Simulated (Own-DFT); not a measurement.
Simulation results for TiSi2 (C49 TiSi2 crystal, atoms displaced)

A calculation, not a measurement: plane-wave density functional theory by an unreviewed code, no spin, of a simulated periodic cell, stress positive in tension, run twice, with PBE and with PBEsol, both on files made for PBE, so the change isn't that of files made for PBEsol, forces on such cells moved up to 12 meV/angstrom on a denser k mesh; the far tail of each file's local potential was reset to the Coulomb form; each entry is a single point on an unrelaxed cell, so the pressure reflects the starting lattice, taken from the Materials Project, from which strain is counted, and rises with the displacements; printed positions are rounded, which can move forces by about a meV/angstrom; the program, named Own-DFT, is a retired in-house code; no spin-orbit coupling; stress was not checked against mesh or cutoff. Program: Own-DFT development build.

```json
{"formula": "TiSi2", "kind": "C49 TiSi2 crystal, atoms displaced", "structure": {"cell_angstrom": [[5.2953, -6.7593, 3.5652], [7.0604, 0.0, -7.1303], [5.2953, 6.7593, 3.5652]], "atoms_fractional": [["Ti", 0.94824, 0.94022, 0.15249], ["Ti", 0.84391, 0.8673, 0.65553], ["Si", 0.62279, 0.94518, 0.49264], ["Si", 0.19308, 0.86533, 0.31841], ["Si", 0.9008, 0.03203, 0.39418], ["Si", 0.88685, 0.78288, 0.39096], ["Ti", 0.92968, 0.42618, 0.14729], ["Ti", 0.8623, 0.34764, 0.67212], ["Si", 0.59821, 0.4423, 0.49655], ["Si", 0.20768, 0.36175, 0.29072], ["Si", 0.90282, 0.51647, 0.38636], ["Si", 0.92319, 0.27218, 0.39487], ["Ti", 0.74381, 0.72758, 0.9513], ["Ti", 0.66622, 0.68564, 0.46222], ["Si", 0.40962, 0.72241, 0.30381], ["Si", 0.99311, 0.66765, 0.13719], ["Si", 0.70971, 0.82171, 0.21186], ["Si", 0.71923, 0.5592, 0.20867], ["Ti", 0.56303, 0.03162, 0.76336], ["Ti", 0.43331, 0.9915, 0.23349], ["Si", 0.20648, 0.02388, 0.1302], ["Si", 0.79408, 0.95587, 0.92033], ["Si", 0.50103, 0.12839, 0.97927], ["Si", 0.49377, 0.89, 0.98939], ["Ti", 0.75898, 0.23046, 0.92859], ["Ti", 0.64745, 0.1786, 0.45189], ["Si", 0.38219, 0.23321, 0.29155], ["Si", 0.0007, 0.18594, 0.10675], ["Si", 0.70167, 0.328, 0.21893], ["Si", 0.69467, 0.06007, 0.21468], ["Ti", 0.5346, 0.52097, 0.74422], ["Ti", 0.45792, 0.49384, 0.24365], ["Si", 0.21912, 0.53604, 0.08458], ["Si", 0.77698, 0.46546, 0.90232], ["Si", 0.49084, 0.6249, 0.01128], ["Si", 0.51103, 0.37884, 0.99417], ["Ti", 0.34817, 0.81845, 0.55711], ["Ti", 0.26482, 0.78756, 0.06449], ["Si", 0.00078, 0.82077, 0.89775], ["Si", 0.59907, 0.77727, 0.69591], ["Si", 0.3116, 0.91687, 0.78523], ["Si", 0.2927, 0.68481, 0.79469], ["Ti", 0.32493, 0.32151, 0.54853], ["Ti", 0.26318, 0.27374, 0.07833], ["Si", 0.01184, 0.32972, 0.88713], ["Si", 0.6121, 0.27242, 0.7227], ["Si", 0.30437, 0.41757, 0.79646], ["Si", 0.29752, 0.18537, 0.79046], ["Ti", 0.14369, 0.60332, 0.33406], ["Ti", 0.07729, 0.56749, 0.84471], ["Si", 0.8063, 0.64633, 0.67755], ["Si", 0.38898, 0.56652, 0.51279], ["Si", 0.08379, 0.71367, 0.60066], ["Si", 0.09755, 0.48752, 0.59645], ["Ti", 0.13188, 0.12485, 0.3617], ["Ti", 0.03397, 0.07601, 0.85247], ["Si", 0.8011, 0.11711, 0.68529], ["Si", 0.38377, 0.07813, 0.49771], ["Si", 0.10402, 0.22685, 0.59576], ["Si", 0.10455, 0.96359, 0.59498]]}, "settings": {"functional": "PBE, then PBEsol", "potential_files": "PseudoDojo norm-conserving, scalar-relativistic, standard set", "wave_cutoff [hartree]": 42.0, "occupations": "cold (Marzari-Vanderbilt)", "smearing_width [eV]": 0.2, "k_mesh": "4 x 4 x 4 centred on Gamma"}, "results": {"PBE_pressure [GPa]": 8.7, "PBE_stress_xx [GPa]": -8.62, "PBE_stress_yy [GPa]": -7.42, "PBE_stress_zz [GPa]": -10.05, "PBE_stress_yz [GPa]": 1.8, "PBE_stress_xz [GPa]": -1.27, "PBE_stress_xy [GPa]": -0.34, "PBEsol_pressure [GPa]": 5.38, "PBEsol_stress_xx [GPa]": -5.21, "PBEsol_stress_yy [GPa]": -3.84, "PBEsol_stress_zz [GPa]": -7.08, "PBEsol_stress_yz [GPa]": 1.85, "PBEsol_stress_xz [GPa]": -1.27, "PBEsol_stress_xy [GPa]": -0.29, "force_element": ["Ti", "Ti", "Si", "Si", "Si", "Si", "Ti", "Ti", "Si", "Si", "Si", "Si", "Ti", "Ti", "Si", "Si", "Si", "Si", "Ti", "Ti", "Si", "Si", "Si", "Si", "Ti", "Ti", "Si", "Si", "Si", "Si", "Ti", "Ti", "Si", "Si", "Si", "Si", "Ti", "Ti", "Si", "Si", "Si", "Si", "Ti", "Ti", "Si", "Si", "Si", "Si", "Ti", "Ti", "Si", "Si", "Si", "Si", "Ti", "Ti", "Si", "Si", "Si", "Si"], "PBE_force_x [eV/angstrom]": [-0.727, 2.339, -2.151, -0.246, -0.101, 1.723, 0.884, -0.219, -0.353, 1.069, 1.789, -0.509, -0.65, -3.336, 1.159, -2.175, -2.218, -0.582, -2.806, 2.447, -2.359, 1.144, 1.768, 0.012, 1.006, 0.545, 2.995, -0.91, -1.645, 0.381, 2.079, -1.293, -0.37, 1.853, 0.42, 0.028, -0.218, -2.12, 0.645, 0.203, 1.244, -0.051, 1.748, -4.701, 1.246, -2.692, 0.641, -0.697, 4.291, -0.895, -0.479, -0.538, 1.402, -1.607, 0.168, 0.704, 0.39, 0.561, -0.569, 0.333], "PBE_force_y [eV/angstrom]": [0.511, -2.022, 0.611, 1.105, 1.115, -0.733, -2.304, -2.163, -1.379, 5.7, 1.32, 2.394, 0.496, -0.569, -0.421, -1.125, -0.119, 1.315, -0.266, -1.065, -1.04, 0.243, 1.439, 0.293, 3.385, -0.599, -4.084, 0.485, -0.244, -0.737, -0.071, 0.855, 0.02, -0.474, -1.647, 0.549, -0.819, -0.238, -0.813, 2.133, 1.433, -0.12, -2.084, -3.855, 0.023, 0.043, 0.411, 0.733, 1.548, 2.516, 0.392, 1.206, -0.889, -0.184, -2.466, -2.024, -0.696, 0.348, 1.595, 1.035], "PBE_force_z [eV/angstrom]": [1.33, -1.1, 0.099, 0.219, 0.414, 1.658, 1.32, -4.063, 2.621, -6.465, 0.795, -1.191, 1.641, -1.634, -0.462, -3.449, -1.478, -3.341, -0.742, 3.257, -3.222, -2.586, 0.296, 1.452, 3.439, -1.239, 7.797, -0.131, 0.173, -1.769, 0.255, 2.103, 0.373, -1.535, -0.891, 0.59, -0.564, -0.818, 1.563, -0.744, -0.905, 1.349, 0.474, -3.431, 1.294, -3.377, -0.55, 1.453, 1.473, -1.565, 5.509, -1.847, -1.159, 1.569, 1.413, 1.143, 1.5, 1.546, 0.525, -0.386], "PBEsol_force_x [eV/angstrom]": [-0.72, 2.298, -2.11, -0.248, -0.083, 1.729, 0.9, -0.226, -0.341, 1.05, 1.813, -0.522, -0.626, -3.292, 1.14, -2.155, -2.263, -0.601, -2.775, 2.433, -2.321, 1.129, 1.775, 0.02, 0.99, 0.53, 2.958, -0.898, -1.645, 0.384, 2.055, -1.296, -0.353, 1.819, 0.447, 0.027, -0.215, -2.094, 0.628, 0.197, 1.253, -0.092, 1.726, -4.663, 1.219, -2.649, 0.666, -0.722, 4.262, -0.905, -0.466, -0.538, 1.426, -1.619, 0.167, 0.694, 0.389, 0.545, -0.565, 0.331], "PBEsol_force_y [eV/angstrom]": [0.505, -1.975, 0.567, 1.151, 1.085, -0.71, -2.263, -2.089, -1.429, 5.774, 1.287, 2.35, 0.456, -0.553, -0.485, -1.081, -0.12, 1.291, -0.281, -1.026, -1.092, 0.283, 1.421, 0.294, 3.296, -0.582, -4.176, 0.542, -0.232, -0.719, -0.097, 0.874, -0.012, -0.444, -1.613, 0.538, -0.81, -0.213, -0.862, 2.169, 1.397, -0.125, -2.075, -3.783, -0.015, 0.079, 0.403, 0.706, 1.521, 2.485, 0.34, 1.28, -0.864, -0.19, -2.482, -1.959, -0.718, 0.399, 1.575, 1.012], "PBEsol_force_z [eV/angstrom]": [1.333, -1.091, 0.112, 0.224, 0.411, 1.68, 1.324, -4.007, 2.629, -6.511, 0.792, -1.175, 1.612, -1.629, -0.459, -3.421, -1.482, -3.37, -0.727, 3.221, -3.21, -2.61, 0.303, 1.474, 3.397, -1.203, 7.82, -0.134, 0.189, -1.793, 0.259, 2.084, 0.374, -1.517, -0.887, 0.587, -0.558, -0.785, 1.565, -0.754, -0.92, 1.367, 0.462, -3.401, 1.266, -3.36, -0.591, 1.463, 1.472, -1.571, 5.486, -1.856, -1.163, 1.609, 1.396, 1.104, 1.516, 1.536, 0.517, -0.396], "rms_change_of_force_components_from_PBE_to_PBEsol [eV/angstrom]": 0.029}}
```
